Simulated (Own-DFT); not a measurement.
Simulation results for Hf36O71 (tetragonal hafnia with one neutral oxygen vacancy, atoms displaced)

A calculation, not a measurement: plane-wave PBE and HSE06 DFT by an unreviewed code, no spin, of a simulated cell at Gamma alone, so results move with cell size and shape, stress positive in tension, energies less offsets, not probed for a lower state with spin; hafnium file: forces about 75 meV/angstrom off all-electron values; oxygen file: force components 24 meV/angstrom off all-electron in a glass; k mesh not checked against a denser one; forces and stress are PBE's, HSE06 gives the energy alone, and its difference from PBE has offsets of its own; offsets are fitted by least squares, one for each functional and potential file, so energies compare only between cells with the same atoms and settings and are not formation energies; the far tail of each file's local potential was reset to the Coulomb form; each entry is a single point on an unrelaxed cell, so the pressure reflects the starting lattice, taken from the Materials Project, from which strain is counted, and rises with the displacements; printed positions are rounded, which can move forces by about a meV/angstrom; the program is a retired in-house code; no spin-orbit coupling. Program: Own-DFT development build.

Common to all runs: first functional PBE; second functional HSE06; exact exchange share 0.25; screening 0.11 1/bohr; exchange divergence Gygi-Baldereschi; potential files PseudoDojo norm-conserving, scalar-relativistic, made for PBE, standard set; wave cutoff 48 hartree; occupations fixed; k mesh 1 x 1 x 1 centred on Gamma.

(1) 
```cif
# cell vector a (Å): 10.7800 0.0000 0.0000
# cell vector b (Å): 0.0000 10.7800 0.0000
# cell vector c (Å): 0.0000 0.0000 10.4493
data_Hf36O71
_symmetry_space_group_name_H-M 'P 1'
_symmetry_Int_Tables_number 1
_cell_length_a 10.7800
_cell_length_b 10.7800
_cell_length_c 10.4493
_cell_angle_alpha 90.000
_cell_angle_beta 90.000
_cell_angle_gamma 90.000
_cell_volume 1214.30
loop_
_atom_site_label
_atom_site_type_symbol
_atom_site_fract_x
_atom_site_fract_y
_atom_site_fract_z
_atom_site_occupancy
Hf1 Hf 0.00325 0.99642 0.00497 1
Hf2 Hf 0.16575 0.16366 0.25016 1
O1 O 0.00944 0.16635 0.15344 1
O2 O 0.16015 0.99861 0.34718 1
O3 O 0.00020 0.17423 0.40282 1
O4 O 0.16077 0.99870 0.09384 1
Hf3 Hf 0.99850 0.00382 0.49268 1
Hf4 Hf 0.16920 0.17191 0.74756 1
O5 O 0.00205 0.16722 0.64793 1
O6 O 0.16332 0.99889 0.83659 1
O7 O 0.99878 0.16181 0.89769 1
O8 O 0.16647 0.99788 0.59703 1
Hf5 Hf 0.00599 0.33860 0.00221 1
Hf6 Hf 0.16446 0.49985 0.25437 1
O9 O 0.99900 0.49805 0.14863 1
O10 O 0.16693 0.33936 0.35374 1
O11 O 0.99971 0.49793 0.41170 1
O12 O 0.17105 0.34645 0.09311 1
Hf7 Hf 0.99903 0.33109 0.49446 1
Hf8 Hf 0.16637 0.50590 0.75499 1
O13 O 0.99605 0.50024 0.64440 1
O14 O 0.16578 0.33305 0.84077 1
O15 O 0.99514 0.49814 0.89992 1
O16 O 0.16853 0.33704 0.59570 1
Hf9 Hf 0.01066 0.67573 0.00677 1
Hf10 Hf 0.15978 0.83822 0.25443 1
O17 O 0.00771 0.83274 0.15474 1
O18 O 0.15982 0.66179 0.34339 1
O19 O 0.00024 0.83463 0.41297 1
O20 O 0.16771 0.66786 0.09246 1
Hf11 Hf 0.00521 0.66402 0.50247 1
Hf12 Hf 0.16736 0.83651 0.74511 1
O21 O 0.00491 0.83485 0.65544 1
O22 O 0.16210 0.66596 0.84181 1
O23 O 0.00683 0.83611 0.89830 1
O24 O 0.17151 0.67422 0.59647 1
Hf13 Hf 0.33233 0.99865 0.99761 1
Hf14 Hf 0.50795 0.16930 0.24516 1
O25 O 0.34397 0.17081 0.14470 1
O26 O 0.50532 0.99994 0.34493 1
O27 O 0.33245 0.17389 0.40117 1
O28 O 0.49617 0.00031 0.09098 1
Hf15 Hf 0.33858 0.00713 0.49977 1
Hf16 Hf 0.49867 0.15840 0.75429 1
O29 O 0.33064 0.16859 0.64645 1
O30 O 0.49681 0.00008 0.84277 1
O31 O 0.33272 0.16489 0.89251 1
O32 O 0.49737 0.99558 0.59370 1
Hf17 Hf 0.34006 0.32413 0.00079 1
Hf18 Hf 0.50028 0.50084 0.25266 1
O33 O 0.49815 0.32543 0.35352 1
O34 O 0.33305 0.50365 0.40020 1
O35 O 0.49233 0.33019 0.09905 1
Hf19 Hf 0.33418 0.32768 0.50550 1
Hf20 Hf 0.50850 0.50137 0.74909 1
O36 O 0.33557 0.49521 0.65112 1
O37 O 0.50353 0.34212 0.84506 1
O38 O 0.34558 0.50190 0.90985 1
O39 O 0.49710 0.33109 0.60013 1
Hf21 Hf 0.33010 0.67685 0.99378 1
Hf22 Hf 0.50353 0.83427 0.24804 1
O40 O 0.33511 0.83755 0.15211 1
O41 O 0.49467 0.66986 0.34726 1
O42 O 0.32611 0.83821 0.41048 1
O43 O 0.50453 0.67083 0.10395 1
Hf23 Hf 0.33635 0.67168 0.50263 1
Hf24 Hf 0.49878 0.83663 0.74020 1
O44 O 0.33243 0.83590 0.64964 1
O45 O 0.49753 0.66737 0.84645 1
O46 O 0.33206 0.83648 0.90357 1
O47 O 0.49563 0.66312 0.60182 1
Hf25 Hf 0.67375 0.00880 0.99505 1
Hf26 Hf 0.83483 0.17349 0.24677 1
O48 O 0.67160 0.16612 0.15154 1
O49 O 0.83138 0.00557 0.33705 1
O50 O 0.66832 0.16549 0.40198 1
O51 O 0.83114 0.00415 0.09903 1
Hf27 Hf 0.66742 0.99419 0.49852 1
Hf28 Hf 0.83443 0.16224 0.76406 1
O52 O 0.67292 0.16045 0.65751 1
O53 O 0.83610 0.00211 0.84863 1
O54 O 0.67399 0.16064 0.90063 1
O55 O 0.83142 0.00050 0.60784 1
Hf29 Hf 0.66374 0.33332 0.00034 1
Hf30 Hf 0.83777 0.50031 0.24670 1
O56 O 0.67718 0.50514 0.16207 1
O57 O 0.82709 0.33275 0.34564 1
O58 O 0.66540 0.50471 0.40318 1
O59 O 0.84139 0.33771 0.09604 1
Hf31 Hf 0.66364 0.33264 0.50108 1
Hf32 Hf 0.83199 0.49996 0.74640 1
O60 O 0.66232 0.49608 0.64638 1
O61 O 0.83182 0.34116 0.85099 1
O62 O 0.66296 0.49568 0.90175 1
O63 O 0.82964 0.33992 0.59648 1
Hf33 Hf 0.66837 0.67042 0.00244 1
Hf34 Hf 0.84639 0.82720 0.24853 1
O64 O 0.67436 0.83459 0.15572 1
O65 O 0.83443 0.66775 0.34360 1
O66 O 0.66742 0.83709 0.39500 1
O67 O 0.83062 0.67335 0.10178 1
Hf35 Hf 0.66826 0.67597 0.50382 1
Hf36 Hf 0.83756 0.83575 0.74869 1
O68 O 0.66518 0.82526 0.65391 1
O69 O 0.83307 0.66533 0.84657 1
O70 O 0.66207 0.83499 0.89945 1
O71 O 0.83481 0.66878 0.59427 1
_calc_PBE_energy_of_cell_above_offsets '-96.914'  # eV
_calc_HSE06_less_PBE_above_offsets '0.075'  # eV
_calc_PBE_pressure 2.48  # GPa
_calc_PBE_stress_xx -2.03  # GPa
_calc_PBE_stress_yy -2.47  # GPa
_calc_PBE_stress_zz -2.95  # GPa
_calc_PBE_stress_yz 0.02  # GPa
_calc_PBE_stress_xz -0.84  # GPa
_calc_PBE_stress_xy 0.04  # GPa
```

Force:
```csv
element,x (eV/Å),y (eV/Å),z (eV/Å)
Hf,-1.616,1.507,-2.153
Hf,1.586,1.672,0.595
O,-0.995,0.208,-0.203
O,-0.194,1.225,-0.191
O,0.17,-2,-1.569
O,2.113,0.15,0.958
Hf,0.091,0.854,2.414
Hf,-1.428,-0.62,-0.837
O,-0.563,0.02,0.345
O,0.47,0.788,1.301
O,0.098,0.616,1.295
O,0.142,0.171,-1.236
Hf,-0.37,-0.098,-1.477
Hf,1.779,-0.977,-0.546
O,0.663,0.647,0.255
O,-0.411,-1.419,-1.288
O,-0.35,0.649,-1.775
O,0.486,-0.433,0.497
Hf,0.144,1.186,2.793
Hf,0.223,-2.139,-1.985
O,1.063,0.733,1.38
O,0.013,0.672,1.002
O,0.929,1.091,0.449
O,-0.81,-0.477,0.147
Hf,-2.653,-1.905,-2.226
Hf,3.649,-1.57,0.833
O,-1.039,-0.074,-1.266
O,-0.441,1.927,0.191
O,-0.159,-0.126,-1.662
O,0.767,-0.096,0.801
Hf,-0.183,-0.721,0.482
Hf,0.043,0.292,-0.367
O,-1.293,-0.243,-0.314
O,0.373,1.078,1.428
O,-0.549,-0.355,1.161
O,-0.62,-0.532,0.105
Hf,0.274,0.259,0.336
Hf,-0.708,-0.518,1.254
O,-2.376,-0.714,0.444
O,-0.587,0.56,0.095
O,-0.498,-2.29,-0.837
O,1.334,0.162,-0.182
Hf,-1.73,-0.342,-0.287
Hf,0.327,2.741,-1.837
O,1.162,-0.608,0.276
O,0.046,-0.557,0.411
O,0.295,-0.259,0.398
O,1.254,0.233,0.66
Hf,-1.717,2.049,-1.082
Hf,-0.721,0.537,0.828
O,0.611,1.253,-1.041
O,0.32,-0.268,-0.027
O,3.077,0.844,0.621
Hf,-0.267,2.48,-0.216
Hf,-2.032,0.64,0.047
O,-0.537,0.598,0.945
O,0.148,-3.421,1.116
O,-1.318,-0.021,0.712
O,1.001,-0.481,0.041
Hf,2.204,-2.466,1.025
Hf,0.422,-0.491,-0.616
O,-1.2,0.089,0.29
O,0.213,0.294,0.288
O,0.013,0.125,-0.914
O,-0.639,-0.512,-0.76
Hf,0.095,-1.316,-0.748
Hf,-0.077,-1.612,1.614
O,0.619,0.013,0.451
O,0.175,1.047,-0.071
O,-0.231,0.541,-0.973
O,1.092,0.839,-0.477
Hf,-0.799,-3.649,1.699
Hf,0.332,-0.508,0.359
O,-0.546,0.601,-0.894
O,0.922,-0.852,1.205
O,-0.023,-0.453,0.229
O,1.55,-0.122,-0.705
Hf,0.618,1.891,-0.238
Hf,1.16,2.155,-2.531
O,-1.542,0.109,0.166
O,-0.358,-1.954,1.074
O,-0.774,2.549,-0.2
O,0.38,-0.875,-1.532
Hf,1.078,1.042,-0.66
Hf,-0.125,-0.081,1.322
O,-2.207,-0.825,-1.576
O,0.387,0.47,-0.071
O,-0.264,-0.109,0.55
O,-1.328,-0.867,0.252
Hf,0.194,0.646,0.073
Hf,0.439,-0.363,-0.147
O,1.159,0.648,0.309
O,-0.347,-1.573,-0.098
O,0.118,1.067,0.828
O,0.326,-0.322,-0.242
Hf,-0.428,0.229,-0.611
Hf,-3.267,0.725,0.439
O,-0.504,0.078,-0.202
O,0.467,-0.064,0.628
O,0.155,-0.732,1.141
O,1.965,0.219,-0.526
Hf,-0.407,-1.731,-0.891
Hf,-0.038,-0.742,0.224
O,0.471,0.472,-0.918
O,-0.22,0.791,-0.178
O,0.447,0.586,0.436
O,-0.16,0.418,0.153
```

(2) 
```cif
# cell vector a (Å): 10.7800 0.0000 0.0000
# cell vector b (Å): 0.0000 10.7800 0.0000
# cell vector c (Å): 0.0000 0.0000 10.4493
data_Hf36O71
_symmetry_space_group_name_H-M 'P 1'
_symmetry_Int_Tables_number 1
_cell_length_a 10.7800
_cell_length_b 10.7800
_cell_length_c 10.4493
_cell_angle_alpha 90.000
_cell_angle_beta 90.000
_cell_angle_gamma 90.000
_cell_volume 1214.30
loop_
_atom_site_label
_atom_site_type_symbol
_atom_site_fract_x
_atom_site_fract_y
_atom_site_fract_z
_atom_site_occupancy
Hf1 Hf 0.00116 0.00362 0.99956 1
Hf2 Hf 0.16373 0.16453 0.24861 1
O1 O 0.00014 0.16747 0.15417 1
O2 O 0.16955 0.00115 0.35018 1
O3 O 0.00015 0.16803 0.39755 1
O4 O 0.17019 0.00050 0.09767 1
Hf3 Hf 0.99987 0.00022 0.50200 1
Hf4 Hf 0.16529 0.16147 0.75443 1
O5 O 0.99883 0.17121 0.65501 1
O6 O 0.16574 0.00216 0.84609 1
O7 O 0.00247 0.16853 0.90582 1
O8 O 0.17076 0.99859 0.59443 1
Hf5 Hf 0.00134 0.33297 0.99937 1
Hf6 Hf 0.16529 0.49415 0.24478 1
O9 O 0.00274 0.49857 0.15129 1
O10 O 0.16616 0.33248 0.34200 1
O11 O 0.99903 0.50129 0.39982 1
O12 O 0.16763 0.33099 0.10049 1
Hf7 Hf 0.00205 0.33284 0.50046 1
Hf8 Hf 0.16229 0.50099 0.74710 1
O13 O 0.00435 0.50253 0.64652 1
O14 O 0.16609 0.33534 0.84406 1
O15 O 0.99884 0.49920 0.90511 1
O16 O 0.17058 0.33192 0.59753 1
Hf9 Hf 0.00337 0.66365 0.00090 1
Hf10 Hf 0.16629 0.83439 0.25556 1
O17 O 0.99613 0.83415 0.15650 1
O18 O 0.16740 0.66435 0.34662 1
O19 O 0.00264 0.83388 0.40276 1
O20 O 0.16898 0.66990 0.09640 1
Hf11 Hf 0.99734 0.66567 0.50604 1
Hf12 Hf 0.16656 0.83877 0.75005 1
O21 O 0.00057 0.83671 0.65145 1
O22 O 0.16810 0.66302 0.84517 1
O23 O 0.99829 0.83615 0.90033 1
O24 O 0.16590 0.66723 0.59597 1
Hf13 Hf 0.33240 0.99783 0.00093 1
Hf14 Hf 0.50299 0.16328 0.25275 1
O25 O 0.33419 0.16678 0.15537 1
O26 O 0.32643 0.16720 0.40137 1
O27 O 0.49503 0.99625 0.09592 1
Hf15 Hf 0.33185 0.00402 0.49811 1
Hf16 Hf 0.50149 0.16673 0.74965 1
O28 O 0.33220 0.16710 0.65242 1
O29 O 0.50805 0.00303 0.85065 1
O30 O 0.33377 0.16503 0.90711 1
O31 O 0.50213 0.00275 0.60025 1
Hf17 Hf 0.33761 0.32756 0.99875 1
Hf18 Hf 0.50250 0.49729 0.24833 1
O32 O 0.33434 0.49980 0.15429 1
O33 O 0.49805 0.33407 0.34692 1
O34 O 0.33738 0.49565 0.40151 1
O35 O 0.50391 0.33651 0.09559 1
Hf19 Hf 0.33595 0.33961 0.49937 1
Hf20 Hf 0.50056 0.50147 0.75022 1
O36 O 0.33519 0.49770 0.64981 1
O37 O 0.49707 0.33184 0.85180 1
O38 O 0.33596 0.50254 0.89925 1
O39 O 0.49984 0.33683 0.59805 1
Hf21 Hf 0.33603 0.66776 0.99993 1
Hf22 Hf 0.49979 0.83450 0.25162 1
O40 O 0.32931 0.83233 0.15766 1
O41 O 0.50097 0.66358 0.34683 1
O42 O 0.33431 0.83046 0.40738 1
O43 O 0.50160 0.66058 0.09755 1
Hf23 Hf 0.33393 0.66332 0.49782 1
Hf24 Hf 0.49998 0.82715 0.74846 1
O44 O 0.32688 0.82903 0.65246 1
O45 O 0.50048 0.66963 0.85167 1
O46 O 0.33126 0.83481 0.90311 1
O47 O 0.50207 0.66909 0.59283 1
Hf25 Hf 0.66533 0.00459 0.99419 1
Hf26 Hf 0.83206 0.16844 0.24977 1
O48 O 0.66627 0.16638 0.15398 1
O49 O 0.83401 0.99698 0.34606 1
O50 O 0.66809 0.16830 0.40310 1
O51 O 0.83322 0.99943 0.10069 1
Hf27 Hf 0.66703 0.99918 0.50269 1
Hf28 Hf 0.83519 0.16623 0.74665 1
O52 O 0.66823 0.16984 0.65400 1
O53 O 0.82845 0.00572 0.84532 1
O54 O 0.66607 0.16501 0.90215 1
O55 O 0.83186 0.99638 0.60062 1
Hf29 Hf 0.66288 0.32764 0.00714 1
Hf30 Hf 0.83627 0.49912 0.24739 1
O56 O 0.66347 0.49344 0.15389 1
O57 O 0.83219 0.33163 0.34502 1
O58 O 0.66935 0.49532 0.40126 1
O59 O 0.83940 0.33280 0.09377 1
Hf31 Hf 0.66247 0.32859 0.50464 1
Hf32 Hf 0.83542 0.49754 0.75166 1
O60 O 0.66502 0.49891 0.65104 1
O61 O 0.83625 0.33316 0.84086 1
O62 O 0.67137 0.49984 0.90457 1
O63 O 0.83371 0.33188 0.60207 1
Hf33 Hf 0.66591 0.67019 0.99701 1
Hf34 Hf 0.83505 0.83406 0.25268 1
O64 O 0.65968 0.83615 0.14994 1
O65 O 0.83387 0.67018 0.34658 1
O66 O 0.66559 0.83417 0.40138 1
O67 O 0.83449 0.66550 0.09826 1
Hf35 Hf 0.66606 0.66768 0.49827 1
Hf36 Hf 0.83022 0.83350 0.74761 1
O68 O 0.66682 0.83348 0.65405 1
O69 O 0.83172 0.66305 0.84697 1
O70 O 0.67170 0.83264 0.89967 1
O71 O 0.83465 0.66482 0.60003 1
_calc_PBE_energy_of_cell_above_offsets '-100.889'  # eV
_calc_HSE06_less_PBE_above_offsets '-0.153'  # eV
_calc_PBE_pressure 1.06  # GPa
_calc_PBE_stress_xx -0.83  # GPa
_calc_PBE_stress_yy -0.52  # GPa
_calc_PBE_stress_zz -1.83  # GPa
_calc_PBE_stress_yz 0.41  # GPa
_calc_PBE_stress_xz 0.53  # GPa
_calc_PBE_stress_xy -0.02  # GPa
```

Force:
```csv
element,x (eV/Å),y (eV/Å),z (eV/Å)
Hf,-0.721,-0.946,0.877
Hf,0.805,0.437,0.274
O,-0.343,-0.313,-0.465
O,-0.245,-0.302,-0.018
O,-0.07,-0.441,0.969
O,-0.995,0.083,-0.07
Hf,0.11,-0.348,-0.756
Hf,0.6,2.154,-1.115
O,0.79,-0.67,-0.532
O,-0.037,-0.519,0.637
O,0.085,-0.524,-0.523
O,-1.283,0.258,0.793
Hf,0.605,0.232,0.085
Hf,0.785,0.806,0.674
O,-0.398,0.182,-0.453
O,-0.223,0.044,0.723
O,-0.248,-0.417,0.299
O,0.115,0.065,-0.873
Hf,0.021,0.345,-0.304
Hf,1.454,-0.156,0.154
O,-1.045,-0.282,0.382
O,0.063,-0.602,0.353
O,0.07,0.065,-0.666
O,-0.78,0.182,-0.572
Hf,-0.321,0.972,-0.035
Hf,-0.478,-0.874,-0.187
O,1.147,0.06,-0.349
O,0.268,-0.059,-0.154
O,-0.108,0.211,0.523
O,-0.385,-0.175,-0.264
Hf,0.878,-0.012,-1.287
Hf,-0.361,-1.634,-0.09
O,-0.181,0.039,0.071
O,-0.377,0.992,0.08
O,0.12,-0.169,0.45
O,0.121,-0.191,0.003
Hf,0.341,0.111,0.515
Hf,-1.12,-0.136,0.294
O,0.597,0.234,-0.114
O,0.969,0.029,0.299
O,0.728,0.433,0.625
Hf,0.541,-0.103,-0.1
Hf,-0.506,-0.161,0.023
O,0.4,-0.361,0.644
O,-0.484,-0.897,-0.683
O,-0.2,-0.419,-0.675
O,-0.332,-0.186,-0.773
Hf,-0.585,1.519,0.32
Hf,-0.45,0.569,0.254
O,-0.19,-0.135,-0.371
O,0.226,-1.172,0.118
O,-0.296,0.989,-0.103
O,-1.275,-0.462,0.558
Hf,-0.58,-1.126,0.109
Hf,-0.23,-0.645,0.456
O,-0.075,0.409,0.156
O,0.242,0.129,-0.53
O,0.191,-0.466,0.528
O,-0.057,-0.416,0.455
Hf,-0.401,-0.837,0.354
Hf,-0.144,0.024,-0.044
O,0.955,0.016,-0.23
O,0.137,0.425,0.037
O,0.411,0.889,-0.318
O,-0.193,0.348,-0.222
Hf,-0.782,-0.018,-0.13
Hf,-0.58,1.244,-0.075
O,1.582,0.14,0.482
O,0.157,-0.263,-0.598
O,0.169,0.022,-0.252
O,-0.29,0.184,1.018
Hf,0.259,-1.527,0.945
Hf,0.794,-0.66,0.167
O,-0.275,0.135,-0.454
O,0.005,1.038,0.814
O,-0.508,-1.026,-0.052
O,-0.005,0.329,-0.945
Hf,-0.232,-0.02,-0.565
Hf,-0.426,0.876,0.453
O,-0.397,-0.095,-0.352
O,0.328,-0.876,0.313
O,-0.02,1.279,0.025
O,0.441,0.328,-0.381
Hf,1.313,1.432,-1.239
Hf,-0.702,0.382,0.54
O,1.482,-0.027,-0.129
O,0.241,0.224,0.002
O,-0.002,0.626,0.544
O,-1.193,-0.116,0.393
Hf,1.105,1.422,-0.457
Hf,-0.736,0.19,-0.289
O,0.272,0.215,0.45
O,0.133,-0.584,0.781
O,-0.437,-0.492,-0.032
O,0.138,0.199,-1.104
Hf,0.695,-0.64,0.676
Hf,-0.683,-0.04,-1.054
O,0.846,-0.308,0.311
O,-0.198,-0.771,0.353
O,-0.561,0.351,0.384
O,-0.296,-0.213,-0.231
Hf,0.5,-1.17,-0.667
Hf,0.821,-0.229,1.101
O,-0.445,-0.154,-0.559
O,0.262,0.746,-0.23
O,-0.122,0.425,-0.134
O,-0.708,0.348,-0.045
```

(3) 
```cif
# cell vector a (Å): 10.7800 0.0000 0.0000
# cell vector b (Å): 0.0000 10.7800 0.0000
# cell vector c (Å): 0.0000 0.0000 10.4493
data_Hf36O71
_symmetry_space_group_name_H-M 'P 1'
_symmetry_Int_Tables_number 1
_cell_length_a 10.7800
_cell_length_b 10.7800
_cell_length_c 10.4493
_cell_angle_alpha 90.000
_cell_angle_beta 90.000
_cell_angle_gamma 90.000
_cell_volume 1214.30
loop_
_atom_site_label
_atom_site_type_symbol
_atom_site_fract_x
_atom_site_fract_y
_atom_site_fract_z
_atom_site_occupancy
Hf1 Hf 0.00753 0.98060 0.98429 1
Hf2 Hf 0.17442 0.17542 0.26777 1
O1 O 0.98658 0.16198 0.13188 1
O2 O 0.14874 0.00814 0.34732 1
O3 O 0.99384 0.16262 0.40405 1
O4 O 0.15820 0.99227 0.09912 1
Hf3 Hf 0.98788 0.01352 0.50310 1
Hf4 Hf 0.16357 0.16696 0.74325 1
O5 O 0.99448 0.17753 0.64863 1
O6 O 0.17673 0.99180 0.84607 1
O7 O 0.02116 0.15186 0.90961 1
O8 O 0.16391 0.99353 0.60480 1
Hf5 Hf 0.98156 0.32974 0.00381 1
Hf6 Hf 0.15772 0.50610 0.24986 1
O9 O 0.99765 0.47723 0.15490 1
O10 O 0.15734 0.33008 0.34531 1
O11 O 0.00374 0.50017 0.41230 1
O12 O 0.17738 0.33987 0.09658 1
Hf7 Hf 0.99719 0.33415 0.51587 1
Hf8 Hf 0.16750 0.49468 0.74807 1
O13 O 0.99886 0.50101 0.64811 1
O14 O 0.17635 0.33405 0.85504 1
O15 O 0.00161 0.49790 0.89766 1
O16 O 0.15613 0.33772 0.60176 1
Hf9 Hf 0.99806 0.64968 0.98785 1
Hf10 Hf 0.16349 0.83436 0.25404 1
O17 O 0.00142 0.83468 0.16005 1
O18 O 0.17209 0.66208 0.34094 1
O19 O 0.99580 0.84121 0.38744 1
O20 O 0.17019 0.66176 0.09646 1
Hf11 Hf 0.01033 0.67634 0.50472 1
Hf12 Hf 0.15688 0.82929 0.75525 1
O21 O 0.99518 0.83039 0.63923 1
O22 O 0.16604 0.66166 0.84669 1
O23 O 0.00995 0.82593 0.89500 1
O24 O 0.15022 0.67128 0.59199 1
Hf13 Hf 0.34464 0.00865 0.99737 1
Hf14 Hf 0.49157 0.15919 0.25988 1
O25 O 0.32164 0.16068 0.16701 1
O26 O 0.50073 0.98587 0.34439 1
O27 O 0.34067 0.16656 0.41520 1
O28 O 0.50776 0.99144 0.10836 1
Hf15 Hf 0.33503 0.98556 0.49011 1
Hf16 Hf 0.49596 0.15752 0.74770 1
O29 O 0.33554 0.16435 0.64961 1
O30 O 0.50279 0.99725 0.83642 1
O31 O 0.32284 0.17851 0.91065 1
O32 O 0.50278 0.99306 0.60490 1
Hf17 Hf 0.33558 0.32883 0.99123 1
Hf18 Hf 0.50787 0.49966 0.24449 1
O33 O 0.32708 0.48536 0.16053 1
O34 O 0.50632 0.33000 0.34956 1
O35 O 0.32788 0.51198 0.40016 1
Hf19 Hf 0.33781 0.33301 0.50336 1
Hf20 Hf 0.51048 0.49162 0.73988 1
O36 O 0.34177 0.49538 0.66098 1
O37 O 0.49965 0.32679 0.85323 1
O38 O 0.32953 0.50433 0.90839 1
O39 O 0.48490 0.34260 0.59303 1
Hf21 Hf 0.32308 0.66083 0.98472 1
Hf22 Hf 0.48982 0.83998 0.24502 1
O40 O 0.32962 0.82407 0.14938 1
O41 O 0.48673 0.67059 0.34456 1
O42 O 0.34481 0.83767 0.39858 1
O43 O 0.50688 0.65744 0.10001 1
Hf23 Hf 0.31916 0.65843 0.49072 1
Hf24 Hf 0.50434 0.83804 0.75574 1
O44 O 0.34005 0.80856 0.64646 1
O45 O 0.49522 0.66318 0.84026 1
O46 O 0.33011 0.83917 0.90477 1
O47 O 0.50481 0.66365 0.60326 1
Hf25 Hf 0.65730 0.99583 0.00792 1
Hf26 Hf 0.83186 0.16506 0.24418 1
O48 O 0.65904 0.18033 0.14037 1
O49 O 0.83968 0.98498 0.34897 1
O50 O 0.67062 0.16555 0.40494 1
O51 O 0.83359 0.00020 0.10547 1
Hf27 Hf 0.66615 0.01336 0.50287 1
Hf28 Hf 0.83143 0.16172 0.74066 1
O52 O 0.67199 0.15820 0.64592 1
O53 O 0.83466 0.99210 0.83952 1
O54 O 0.67372 0.16823 0.91316 1
O55 O 0.83523 0.00548 0.59416 1
Hf29 Hf 0.67730 0.33795 0.00031 1
Hf30 Hf 0.82151 0.49763 0.25044 1
O56 O 0.67100 0.51038 0.14012 1
O57 O 0.83244 0.31922 0.35060 1
O58 O 0.66390 0.50507 0.39662 1
O59 O 0.82731 0.32549 0.09632 1
Hf31 Hf 0.67360 0.32145 0.49023 1
Hf32 Hf 0.82307 0.49583 0.74022 1
O60 O 0.66113 0.49867 0.66107 1
O61 O 0.83098 0.33434 0.84895 1
O62 O 0.66617 0.49958 0.89262 1
O63 O 0.82818 0.32343 0.60281 1
Hf33 Hf 0.67609 0.66019 0.00712 1
Hf34 Hf 0.83141 0.84015 0.24604 1
O64 O 0.66451 0.85006 0.15410 1
O65 O 0.83150 0.66148 0.35187 1
O66 O 0.65660 0.83430 0.40583 1
O67 O 0.84232 0.67404 0.10761 1
Hf35 Hf 0.65407 0.66638 0.49287 1
Hf36 Hf 0.81856 0.83329 0.74281 1
O68 O 0.66694 0.82558 0.66097 1
O69 O 0.84161 0.66864 0.84223 1
O70 O 0.66684 0.83593 0.90320 1
O71 O 0.85520 0.66169 0.59337 1
_calc_PBE_energy_of_cell_above_offsets '-84.134'  # eV
_calc_HSE06_less_PBE_above_offsets '0.741'  # eV
_calc_PBE_pressure 6.56  # GPa
_calc_PBE_stress_xx -6.24  # GPa
_calc_PBE_stress_yy -7.55  # GPa
_calc_PBE_stress_zz -5.89  # GPa
_calc_PBE_stress_yz -2.66  # GPa
_calc_PBE_stress_xz -0.67  # GPa
_calc_PBE_stress_xy -0.04  # GPa
```

Force:
```csv
element,x (eV/Å),y (eV/Å),z (eV/Å)
Hf,-0.287,2.819,3.929
Hf,-3.568,-1.891,-3.044
O,0.518,1.679,2.647
O,2.309,-1.083,0.945
O,-0.446,2.411,-0.415
O,2.276,-0.035,-0.952
Hf,3.836,-4.122,-2.135
Hf,-0.053,-0.615,2.09
O,0.868,-0.977,0.594
O,-0.186,1.436,-0.229
O,-0.643,1.963,-2.48
O,0.477,0.804,-0.942
Hf,5.034,-1.906,-0.165
Hf,1.147,-2.786,-1.384
O,-1.923,0.81,-0.649
O,0.498,2.229,2.205
O,0.035,-0.679,-0.801
O,-2.087,-1.133,-0.316
Hf,-0.112,1.733,-3.405
Hf,0.062,-0.764,0.675
O,-0.103,-1.571,1.455
O,-0.742,0.084,-2.321
O,-0.242,-1.87,-0.327
O,3.04,-0.671,0.529
Hf,0.718,2.843,1.825
Hf,-1.622,1.524,-1.762
O,-0.014,-0.236,-1.705
O,-0.016,2.596,1.607
O,1.298,-1.168,2.12
O,-2.073,-0.691,-0.234
Hf,-6.524,0.493,-5.547
Hf,0.972,0.653,-2.244
O,-0.057,1.24,1.785
O,0.147,-0.179,-0.203
O,0.011,-1.922,-0.626
O,7.388,-0.915,3.577
Hf,-3.858,-1.975,1.161
Hf,0.559,1.577,-1.939
O,3.616,-0.731,-1.266
O,-0.095,4.702,2.26
O,-0.04,-0.733,-1.392
O,-3.389,1.561,-0.792
Hf,-1.259,1.529,3.559
Hf,0.359,2.141,0.029
O,-0.292,0.466,1.021
O,-0.582,2.668,3.48
O,0.914,-5.905,-2.415
O,-0.343,0.715,-1.263
Hf,-0.526,5.452,3.749
Hf,-3.115,1.161,-0.743
O,2.519,0.642,0.54
O,-0.198,-0.171,-0.455
O,0.402,-5.165,0.054
Hf,-2.997,1.499,-1.157
Hf,-4.214,1.893,4.043
O,-3.043,0.454,-1.369
O,0.182,-0.346,-1.23
O,0.047,-2.677,-1.381
O,5.07,-1.117,1.112
Hf,2.022,2.262,2.375
Hf,1.008,-4.583,-1.118
O,0.295,0.906,0.32
O,1.007,-0.93,0.283
O,-1.8,-1.976,-0.927
O,-0.183,0.224,-0.811
Hf,2.21,3.459,2.442
Hf,-2.125,-5.191,-1.645
O,-1.152,1.643,0.722
O,0.245,0.396,0.532
O,0.895,0.074,-0.263
O,-0.201,-0.955,-1.593
Hf,4.338,0.601,-0.309
Hf,1.536,-2.478,-1.943
O,-0.425,-0.658,2.822
O,-1.492,4.603,1.564
O,-0.748,-1.12,-1.83
O,-1.002,-0.463,-1.521
Hf,-0.023,-4.633,-0.491
Hf,0.173,-0.288,3.247
O,-2.439,0.85,0.126
O,0.322,1.397,-0.027
O,-0.088,-0.887,-1.849
O,-2.733,0.205,1.442
Hf,-4.084,-1.568,-1.401
Hf,2.908,1.91,2.191
O,0.43,-1.51,0.467
O,-1.16,2.578,0.37
O,-0.034,-2.45,-0.248
O,0.128,0.988,2.017
Hf,-0.964,3.154,0.327
Hf,2.874,1.962,0.963
O,3.545,-0.496,-4.253
O,0.796,-0.837,-0.119
O,0.74,0.576,0.899
O,-0.868,0.934,0.022
Hf,-1.701,1.24,-1.189
Hf,1.325,-2.459,0.053
O,-0.24,-1.43,-0.229
O,-0.722,-0.243,-1.636
O,0.475,0.258,0.864
O,-0.637,-1.334,-1.657
Hf,1.263,1.897,0.072
Hf,4.325,-1.532,0.979
O,-1.544,0.24,-2.231
O,-0.729,-0.87,0.715
O,-0.227,-0.729,0.291
O,-5.195,-0.468,1.481
```
